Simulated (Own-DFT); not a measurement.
SiC (4H silicon carbide, strained, atoms displaced) (calculated)

Computed with Own-DFT development build. A calculation, not a measurement: plane-wave PBE density functional theory by an unreviewed code, no spin, of a simulated periodic cell, stress positive in tension, free energy of the whole cell less one offset for each atom, forces on such cells passed a denser k mesh, this cell's mesh not checked; offsets are fitted by least squares, one for each functional and potential file, so energies compare only between cells with the same atoms and settings and are not formation energies; the far tail of each file's local potential was reset to the Coulomb form; each entry is a single point on an unrelaxed cell, so the pressure reflects the starting lattice, mostly measured values (interpolated for alloys), from which strain is counted, and rises with the displacements; printed positions are rounded, which can move forces by about a meV/angstrom; the program, named Own-DFT, is a retired in-house code; no spin-orbit coupling.

```cif
# cell vector a (Å): 6.2004 -0.1126 -0.0680
# cell vector b (Å): -3.1977 5.4217 0.0926
# cell vector c (Å): -0.1111 0.1104 9.9030
data_SiC
_symmetry_space_group_name_H-M 'P 1'
_symmetry_Int_Tables_number 1
_cell_length_a 6.2018
_cell_length_b 6.2951
_cell_length_c 9.9042
_cell_angle_alpha 88.281
_cell_angle_beta 91.282
_cell_angle_gamma 121.577
_cell_volume 329.26
loop_
_atom_site_label
_atom_site_type_symbol
_atom_site_fract_x
_atom_site_fract_y
_atom_site_fract_z
_atom_site_occupancy
Si1 Si 0.00090 0.00163 0.40468 1
Si2 Si 0.16904 0.34133 0.16546 1
C1 C 0.00261 0.00894 0.09098 1
C2 C 0.17327 0.33831 0.34307 1
Si3 Si 0.00128 0.48767 0.40425 1
Si4 Si 0.18307 0.84043 0.15174 1
C3 C 0.99504 0.48803 0.10129 1
C4 C 0.15868 0.82726 0.34593 1
Si5 Si 0.50753 0.99742 0.41358 1
Si6 Si 0.65571 0.32696 0.16261 1
C5 C 0.49176 0.00024 0.08589 1
C6 C 0.66004 0.32870 0.34051 1
Si7 Si 0.48988 0.50031 0.40854 1
Si8 Si 0.67446 0.83436 0.15503 1
C7 C 0.49507 0.49045 0.09495 1
C8 C 0.65697 0.82421 0.35016 1
Si9 Si 0.00263 0.01939 0.89572 1
Si10 Si 0.83592 0.66608 0.65415 1
C9 C 0.99648 0.97735 0.59417 1
C10 C 0.83960 0.67180 0.84569 1
Si11 Si 0.00500 0.51309 0.90776 1
Si12 Si 0.84010 0.19441 0.65613 1
C11 C 0.99851 0.51100 0.59812 1
C12 C 0.82917 0.15664 0.84050 1
Si13 Si 0.49023 0.99380 0.91022 1
Si14 Si 0.33192 0.66952 0.64986 1
C13 C 0.50375 0.99901 0.59930 1
C14 C 0.33112 0.65451 0.84283 1
Si15 Si 0.50844 0.50241 0.90436 1
Si16 Si 0.35407 0.18007 0.66184 1
C15 C 0.50198 0.50128 0.58996 1
C16 C 0.33769 0.18007 0.84542 1
_calc_functional 'PBE'
_calc_potential_files 'PseudoDojo norm-conserving, scalar-relativistic, standard set'
_calc_wave_cutoff 42  # hartree
_calc_occupations 'Fermi-Dirac'
_calc_smearing_width 0.1  # eV
_calc_hardware 'one NVIDIA H100'
_calc_k_mesh '5 x 5 x 3 centred on Gamma'
_calc_free_energy_of_cell_above_offsets '-2.196'  # eV
_calc_pressure 6.89  # GPa
_calc_stress_xx -2.06  # GPa
_calc_stress_yy -2.74  # GPa
_calc_stress_zz -15.86  # GPa
_calc_stress_yz 5.11  # GPa
_calc_stress_xz -3.28  # GPa
_calc_stress_xy -7.4  # GPa
_calc_wall_time 116.3  # s
```

Force:
| element | x (eV/Å) | y (eV/Å) | z (eV/Å) |
| --- | --- | --- | --- |
| Si | 0.715 | -1.27 | 0.683 |
| Si | 0.247 | -1.141 | -3.533 |
| C | 0.747 | -0.103 | 0.314 |
| C | -1.27 | -1.166 | 2.157 |
| Si | -1.706 | 1.565 | -0.157 |
| Si | -3.175 | -1.662 | 1.342 |
| C | -0.522 | 1.519 | -0.975 |
| C | 1.041 | 0.545 | -0.332 |
| Si | -1.7 | -0.051 | -1.447 |
| Si | 0.67 | 0.32 | -2.536 |
| C | 2.369 | 0.454 | 2.62 |
| C | 0.081 | -0.219 | 2.956 |
| Si | 2.522 | -0.428 | -0.759 |
| Si | -0.842 | -0.531 | -0.111 |
| C | 0.1 | 1.359 | 0.207 |
| C | 0.253 | 1.547 | -1.243 |
| Si | 1.081 | -1.719 | 1.882 |
| Si | -0.786 | -0.122 | 1.014 |
| C | -0.18 | 4.553 | -0.35 |
| C | 0.053 | 0.525 | -0.417 |
| Si | 0.419 | -2.179 | 0.585 |
| Si | 1.498 | -3.808 | 0.382 |
| C | 0.771 | -0.362 | -2.003 |
| C | -2.123 | 2.255 | 0.647 |
| Si | 0.832 | 0.228 | -3.198 |
| Si | 1.191 | -0.26 | 1.868 |
| C | -0.21 | 1.424 | -0.375 |
| C | -0.235 | 1.379 | 0.061 |
| Si | -0.675 | 0.29 | 1.007 |
| Si | -1.65 | -2.022 | -1.53 |
| C | -0.614 | 0.019 | 1.236 |
| C | 1.1 | -0.939 | 0.004 |
